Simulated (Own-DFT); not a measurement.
# Response to strain: wurtzite GaN, 72 atoms (Ga36N36)

These are calculations, not measurements. They come from Own-DFT, an in-house plane-wave density functional program, since retired, whose code no person has reviewed. Each row is one single-point run on a periodic cell that was not relaxed, without spin or spin-orbit coupling.

Settings of every run: PBE; PseudoDojo norm-conserving scalar-relativistic files (stringent for Ga); cutoff 96 hartree; 4 x 4 x 3 k mesh centred on Gamma; Gaussian smearing of 0.01 eV.

Known limits: forces not confirmed at this smearing and k mesh; stress not checked against mesh or cutoff.

Unstrained cell vectors in Å: (9.567, 0.000, 0.000); (-4.784, 8.285, 0.000); (0.000, 0.000, 10.370). The unstrained cell has measured lattice constants (interpolated for alloys), not those of this functional. That, the random moves and any unrelaxed bonds set the pressure at no strain. Each run strains this cell uniformly, with the atoms carried along. Every atom was also moved at random, by a Gaussian of width 0.05 Å on each axis. Strain is the symmetric tensor, in per cent. Stress is positive in tension, and the pressure is minus a third of its trace.

```
run  e_xx (%)  e_yy (%)  e_zz (%)  s_xx (GPa)  s_yy (GPa)  s_zz (GPa)  P (GPa)  E (meV/atom)
  1      0.00      0.00     -0.50       -9.93       -6.66       -9.01     8.54          24.3
  2      0.00      0.00      1.75       -6.03       -6.86        1.10     3.93          14.9
  3      0.00      0.00      0.75       -5.74       -5.60       -5.64     5.66          12.2
  4      0.00      0.00     -0.50       -5.64       -7.91      -10.01     7.85           9.7
  5      0.00      0.00     -1.25       -6.32       -7.78      -15.18     9.76          22.6
  6      0.00      0.00     -1.25       -8.36       -6.76      -14.14     9.75          27.5
  7      0.00      0.00      0.75       -7.13       -5.06       -5.02     5.74          10.9
  8      0.00      0.00      1.75       -5.97       -5.03       -0.08     3.69           3.7
  9      0.00      0.00      2.75       -5.70       -3.94        4.04     1.87           0.0
 10      0.00      0.00      2.75       -5.53       -6.55        5.42     2.22           1.8
 11      0.00      0.00     -0.25           ?           ?           ?        ?             ?
```

E is the free energy for each atom above the lowest run shown.

## Worked fit

The change of volume is close to e_xx + e_yy + e_zz. A straight line through the runs shown gives P = 7.25 - 193 x (fractional change of volume) GPa, with an error of 5 on the slope and a scatter of 0.22 GPa. The strain isn't the same on all axes and the cell isn't cubic, so the slope belongs to this path and is not the bulk modulus.

## Withheld run

Question: what pressure should run 11 give? Its volume changes by -0.25 %.

The line gives 7.7 GPa. The calculation gave 7.61 GPa.
